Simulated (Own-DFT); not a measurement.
# A layer strained by its substrate: diamond-structure SiGeSn with randomly placed atoms, 64 atoms (Ge44Si16Sn4)

No measurement is shown. These are fixed-geometry runs of a retired plane-wave code named Own-DFT, which no person has reviewed; spin and spin-orbit coupling are neglected.

Method: PBE; PseudoDojo norm-conserving scalar-relativistic files; cutoff 49 hartree; 3 x 3 x 3 k mesh centred on Gamma; Fermi-Dirac smearing of 0.1 eV.

Keep in mind: forces on such cells moved up to 12 meV/angstrom on a denser k mesh; stress not checked against mesh or cutoff.

Unstrained cell vectors in Å: (11.306, 0.000, 0.000); (0.000, 11.306, 0.000); (0.000, 0.000, 11.306). The unstrained cell has measured lattice constants (interpolated for alloys), not those of this functional. That, the random moves and any unrelaxed bonds set the pressure at no strain. Each run strains x and y alike by e, as a substrate would, and holds the height along z. All atoms carry random offsets, Gaussian with a width of 0.05 Å per axis. The random placing of the alloy's atoms differs from row to row. Stress is positive in tension.

| e (%) | u (Å) | (s_xx + s_yy)/2 (GPa) | s_zz (GPa) |
|---|---|---|---|
| -2.75 | 0.049 | -10.20 | -7.81 |
| -2.50 | 0.044 | ? | ? |
| -1.25 | 0.053 | -6.89 | -6.27 |
| -1.00 | 0.052 | -6.20 | -5.17 |
| -0.75 | 0.052 | -5.79 | -5.37 |
| 0.50 | 0.052 | -3.29 | -3.70 |
| 0.75 | 0.049 | -3.02 | -3.58 |
| 1.25 | 0.053 | -2.11 | -2.92 |
| 1.50 | 0.051 | -1.80 | -2.88 |
| 2.25 | 0.050 | -0.50 | -2.02 |

## Worked fit

With e as a fraction, the in-plane stress is -4.3 + 188 e - 930 e² GPa (errors 2 and 127, scatter 0.09), and s_zz is -4.4 + 115 e - 430 e² GPa (slope ± 6, scatter 0.25). At e = 0 the first slope is C11 + C12 and the second 2 C12, both with the ions held to the strained lattice and at the cell's own pressure. The term in e² is negative: the layer stiffens under compression and softens under tension. A free layer would change its height as e changes, and the in-plane slope would drop by 2 C12²/C11 to the biaxial modulus. At fixed height, a misfit of 1 % moves the in-plane stress by about 1.9 GPa and s_zz by 1.1 GPa.

## Withheld run

Question: what are the two stresses at e = -2.50 %?

The fit gives -9.6 and -7.5 GPa. Computed: -9.27 and -7.42 GPa. The miss is larger than the scatter suggests: chance, or a term that the fit lacks.
